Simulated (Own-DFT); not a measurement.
# One host, several defects: C11b WSi2

Source: density functional calculations with Own-DFT, an unreviewed in-house program that is no longer used. Nothing was measured or relaxed, and spin and spin-orbit coupling are left out.

Settings: PBE; PseudoDojo norm-conserving scalar-relativistic files; cutoff 50 hartree; 5 x 5 x 5 k mesh centred on Gamma; cold (Marzari-Vanderbilt) smearing of 0.2 eV.

Caveats: forces on such cells failed a check on a denser k mesh; stress not checked against mesh or cutoff.

All runs share one cell, with vectors in Å (-2.148, -5.953, 3.409); (-6.444, 2.976, 1.136); (-2.553, -2.948, -6.757) and a volume of 403.2 Å³. Atoms were moved at random from their sites; u is the rms move along one axis. The defect's site can differ from row to row.

```
cell,formula,u (Å),P (GPa)
no defect,Si20W10,0.0211,4.44
no defect,Si20W10,0.0212,4.52
no defect,Si20W10,0.0544,6.99
one W vacancy,Si20W9,0.0272,3.26
one W vacancy,Si20W9,0.0302,3.49
one W vacancy,Si20W9,0.0516,5.04
one Si vacancy,Si19W10,0.0287,2.94
one Si vacancy,Si19W10,0.0295,3.26
one Si vacancy,Si19W10,0.0448,3.91
one Si vacancy,Si19W10,0.0470,?
one Si on a W site,Si21W9,0.0307,6.01
one Si on a W site,Si21W9,0.0469,7.48
one Si on a W site,Si21W9,0.0547,7.51
one W on a Si site,Si19W11,0.0309,10.03
one W on a Si site,Si19W11,0.0346,10.18
one W on a Si site,Si19W11,0.0483,11.58
```

## Working it out

P = P0 + c u² + a shift for each defect gives P0 = 4.13 GPa, c = 927 ± 67 GPa/Å² and a scatter of 0.22 GPa. The shifts, and each times the cell's volume:

- one W on a Si site: 5.09 ± 0.18 GPa, 12.8 eV
- one Si on a W site: 0.98 ± 0.18 GPa, 2.5 eV
- one W vacancy: -1.53 ± 0.18 GPa, -3.9 eV
- one Si vacancy: -1.90 ± 0.18 GPa, -4.8 eV

Positive is outwards. The product with the volume (160.2 GPa Å³ to the eV) is nearly free of the cell's size; divided by the bulk modulus at the cell's pressure it gives the volume that the defect adds. The atoms around the defects weren't relaxed, which would change these numbers.

## Withheld run

Question: what pressure belongs in the blank (one Si vacancy, u = 0.0470 Å)?

The fitted form gives 4.28 ± 0.26 GPa. The hidden result is 3.78 GPa.
